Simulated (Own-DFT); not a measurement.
# How strain changes the stress of wurtzite AlGaN with randomly placed atoms, 72 atoms (Al9Ga27N36)

These are calculations, not measurements. They come from Own-DFT, an in-house plane-wave density functional program, since retired, whose code no person has reviewed. Each row is one single-point run on a periodic cell that was not relaxed, without spin or spin-orbit coupling.

Settings of every run: PBE; PseudoDojo norm-conserving scalar-relativistic files (stringent for Ga); cutoff 96 hartree; 4 x 4 x 3 k mesh centred on Gamma; Gaussian smearing of 0.01 eV.

Known limits: forces on such cells passed a denser k mesh, each cell not checked; stress not checked against mesh or cutoff.

Unstrained cell vectors in Å: (9.509, 0.000, 0.000); (-4.755, 8.235, 0.000); (0.000, 0.000, 10.268). The unstrained cell has measured lattice constants (interpolated for alloys), not those of this functional. That, the random moves and any unrelaxed bonds set the pressure at no strain. Each run strains this cell uniformly, with the atoms carried along. Every atom was also moved at random, by a Gaussian of width 0.05 Å on each axis. The random placing of the alloy's atoms differs from row to row. Strain is the symmetric tensor, in per cent. Stress is positive in tension, and the pressure is minus a third of its trace.

```
run,e_xx (%),e_yy (%),e_zz (%),s_xx (GPa),s_yy (GPa),s_zz (GPa),P (GPa),E (meV/atom)
1,0.00,0.00,-1.25,-7.42,-8.08,-12.61,9.37,15.5
2,0.00,0.00,-0.25,-8.73,-7.59,-6.51,7.61,14.9
3,0.00,0.00,2.25,-5.57,-7.10,2.06,3.54,26.2
4,0.00,0.00,2.75,-5.21,-4.27,3.47,2.00,11.5
5,0.00,0.00,-1.75,-10.55,-8.27,-14.20,11.01,39.5
6,0.00,0.00,-1.50,-7.30,-10.42,-14.48,10.73,37.4
7,0.00,0.00,0.50,-8.19,-4.77,-6.19,6.38,23.5
8,0.00,0.00,1.00,-5.17,-6.72,-2.73,4.87,0.0
9,0.00,0.00,-0.75,?,?,?,?,?
```

E is the free energy for each atom above the lowest run shown.

## Worked fit

The change of volume is close to e_xx + e_yy + e_zz. A straight line through the runs shown gives P = 7.36 - 194 x (fractional change of volume) GPa, with an error of 9 on the slope and a scatter of 0.43 GPa. The strain isn't the same on all axes and the cell isn't cubic, so the slope belongs to this path and is not the bulk modulus.

## Withheld run

Question: what pressure should run 9 give? Its volume changes by -0.75 %.

The line gives 8.8 GPa. The calculation gave 8.48 GPa.
